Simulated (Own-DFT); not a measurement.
# Which defects push the lattice out? monoclinic HfO2

Everything here is calculated. The program is Own-DFT (plane waves, in-house, since retired, never reviewed by a person); positions were held fixed, and spin and spin-orbit coupling were off.

Method: PBE; PseudoDojo norm-conserving scalar-relativistic files; cutoff 72 hartree; 2 x 2 x 2 k mesh centred on Gamma; Fermi-Dirac smearing of 0.1 eV.

Known weak points (not all hold for every row): a neutral cation vacancy leaves holes that likely carry spin, which these runs leave out; not probed for a lower state with spin; hafnium file: forces about 75 meV/angstrom off all-electron values; oxygen file: force components 24 meV/angstrom off all-electron in a glass; forces on such cells passed a denser k mesh, each cell not checked; stress not checked against mesh or cutoff.

All runs share one cell, with vectors in Å (10.234, 0.000, 0.000); (0.000, 10.350, 0.000); (-1.696, 0.000, 10.445) and a volume of 1106.4 Å³. The atoms are randomly displaced, by u rms on each axis. The defect's site can differ from row to row.

| cell | formula | u (Å) | P (GPa) |
|---|---|---|---|
| no defect | Hf32O64 | 0.0190 | 3.72 |
| no defect | Hf32O64 | 0.0207 | 4.08 |
| no defect | Hf32O64 | 0.0515 | 5.49 |
| one Hf vacancy | Hf31O64 | 0.0321 | 4.37 |
| one Hf vacancy | Hf31O64 | 0.0493 | 5.86 |
| one Hf vacancy | Hf31O64 | 0.0520 | 4.91 |
| one Si on a Hf site | Hf31O64Si | 0.0292 | ? |
| one Si on a Hf site | Hf31O64Si | 0.0326 | 2.49 |
| one Si on a Hf site | Hf31O64Si | 0.0495 | 4.41 |
| one Si on a Hf site | Hf31O64Si | 0.0538 | 4.64 |
| two Al on a Hf site each and one O vacancy | Al2Hf30O63 | 0.0295 | 1.95 |
| two Al on a Hf site each and one O vacancy | Al2Hf30O63 | 0.0297 | 1.63 |
| two Al on a Hf site each and one O vacancy | Al2Hf30O63 | 0.0491 | 3.24 |
| two O vacancies | Hf32O62 | 0.0294 | 3.77 |
| two O vacancies | Hf32O62 | 0.0307 | 3.85 |
| two O vacancies | Hf32O62 | 0.0499 | 5.54 |

## Fit

P = P0 + c u² + a shift for each defect gives P0 = 3.42 GPa, c = 878 ± 122 GPa/Å² and a scatter of 0.39 GPa. The shifts, and each times the cell's volume:

- one Hf vacancy: -0.17 ± 0.33 GPa, -1.2 eV (not resolved)
- two O vacancies: -0.29 ± 0.32 GPa, -2.0 eV (-1.0 eV for each of its 2 sites) (not resolved)
- one Si on a Hf site: -1.45 ± 0.34 GPa, -10.0 eV
- two Al on a Hf site each and one O vacancy: -2.37 ± 0.32 GPa, -16.3 eV

Against the defect-free cell, a freed cell would be larger where the shift is positive and smaller where it is negative (160.2 GPa Å³ is 1 eV). The atoms around the defects weren't relaxed, which would change these numbers.

## Test on the hidden row

Question: what pressure belongs in the blank (one Si on a Hf site, u = 0.0292 Å)?

From the fit: 2.72 ± 0.47 GPa. The calculation gave 2.83 GPa.
